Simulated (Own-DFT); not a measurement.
# Strain and stress in wurtzite AlGaN with randomly placed atoms, 128 atoms (Al56Ga8N64)

Calculated results; nothing here was measured. They come from Own-DFT, an in-house plane-wave density functional program, since retired, whose code no person has reviewed. Each row is one single-point run on a periodic cell that was not relaxed, without spin or spin-orbit coupling.

Settings of every run: PBE; PseudoDojo norm-conserving scalar-relativistic files; cutoff 42 hartree; 3 x 3 x 3 k mesh centred on Gamma; Fermi-Dirac smearing of 0.05 eV.

Known limits: forces on such cells passed a denser k mesh, each cell not checked; stress not checked against mesh or cutoff.

Unstrained cell vectors in Å: (12.486, 0.000, 0.000); (-6.243, 10.814, 0.000); (0.000, 0.000, 10.015). The unstrained cell has measured lattice constants (interpolated for alloys), not those of this functional. That, the random moves and any unrelaxed bonds set the pressure at no strain. Each run strains this cell uniformly, with the atoms carried along. Every atom was also moved at random, by a Gaussian of width 0.05 Å on each axis. The random placing of the alloy's atoms differs from row to row. Strain is the symmetric tensor, in per cent. Stress is positive in tension, and the pressure is minus a third of its trace.

| run | e_xx (%) | e_yy (%) | e_zz (%) | s_xx (GPa) | s_yy (GPa) | s_zz (GPa) | P (GPa) | E (meV/atom) |
|---|---|---|---|---|---|---|---|---|
| 1 | -1.50 | -1.50 | 0.00 | -14.65 | -14.67 | -9.55 | 12.96 | 25.9 |
| 2 | 0.25 | 0.25 | 0.00 | -6.55 | -4.66 | -3.59 | 4.93 | 6.4 |
| 3 | 0.25 | 0.25 | 0.00 | -5.52 | -4.27 | -6.24 | 5.35 | 14.9 |
| 4 | 1.50 | 1.50 | 0.00 | 2.87 | 2.59 | -5.43 | -0.01 | 0.0 |
| 5 | -1.50 | -1.50 | 0.00 | -16.31 | -15.95 | -8.14 | 13.47 | 40.4 |
| 6 | -2.00 | -2.00 | 0.00 | -21.02 | -17.99 | -9.74 | 16.25 | 55.3 |
| 7 | 0.50 | 0.50 | 0.00 | -3.79 | -4.33 | -4.63 | 4.25 | 11.0 |
| 8 | -0.75 | -0.75 | 0.00 | ? | ? | ? | ? | ? |

E is the free energy for each atom above the lowest run shown.

## Worked fit

The change of volume is close to e_xx + e_yy + e_zz. A straight line through the runs shown gives P = 6.56 - 231 x (fractional change of volume) GPa, with an error of 7 on the slope and a scatter of 0.43 GPa. The strain isn't the same on all axes and the cell isn't cubic, so the slope belongs to this path and is not the bulk modulus.

## Withheld run

Question: what pressure should run 8 give? Its volume changes by -1.49 %.

The line gives 10.0 GPa. The calculation gave 9.56 GPa.
